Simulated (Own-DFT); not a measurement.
# A layer strained by its substrate: wurtzite AlGaN with randomly placed atoms, 72 atoms (Al27Ga9N36)

The numbers are computed, not measured, by runs of the plane-wave DFT program Own-DFT (in-house, retired, unreviewed) at fixed positions, with no spin and no spin-orbit coupling.

Common settings: PBE; PseudoDojo norm-conserving scalar-relativistic files (stringent for Ga); cutoff 96 hartree; 4 x 4 x 3 k mesh centred on Gamma; Gaussian smearing of 0.01 eV.

Limits: forces on such cells passed a denser k mesh, each cell not checked; stress not checked against mesh or cutoff.

Unstrained cell vectors in Å: (9.394, 0.000, 0.000); (-4.697, 8.135, 0.000); (0.000, 0.000, 10.066). The unstrained cell has measured lattice constants (interpolated for alloys), not those of this functional. That, the random moves and any unrelaxed bonds set the pressure at no strain. Each run strains x and y alike by e, as a substrate would, and holds the height along z. All atoms carry random offsets, Gaussian with a width of 0.05 Å per axis. The random placing of the alloy's atoms differs from row to row. Stress is positive in tension.

| e (%) | u (Å) | (s_xx + s_yy)/2 (GPa) | s_zz (GPa) |
|---|---|---|---|
| -2.50 | 0.047 | -22.09 | -11.62 |
| -2.25 | 0.048 | -21.71 | -9.57 |
| -1.50 | 0.046 | -16.08 | -7.69 |
| -0.75 | 0.046 | -9.78 | -8.24 |
| 0.25 | 0.052 | -5.02 | -7.78 |
| 1.25 | 0.055 | ? | ? |
| 1.75 | 0.049 | 2.82 | -2.21 |
| 2.25 | 0.049 | 4.98 | -2.40 |
| 2.50 | 0.052 | 6.14 | -3.73 |
| 3.00 | 0.049 | 9.03 | -3.53 |

## Analysis

With e as a fraction, the in-plane stress is -6.3 + 582 e - 2954 e² GPa (errors 12 and 876, scatter 0.68), and s_zz is -6.8 + 148 e GPa (slope ± 22, scatter 1.32). At e = 0 the first slope is C11 + C12 and the second 2 C13, both with the ions held to the strained lattice and at the cell's own pressure. The term in e² is negative: the layer stiffens under compression and softens under tension. A free layer would change its height as e changes, and the in-plane slope would drop by 2 C13²/C33 to the biaxial modulus. At fixed height, a misfit of 1 % moves the in-plane stress by about 5.8 GPa and s_zz by 1.5 GPa.

## The run left out

Asked: what are the two stresses at e = 1.25 %?

The fitted form gives 0.5 and -4.9 GPa. Computed: 0.51 and -5.63 GPa.
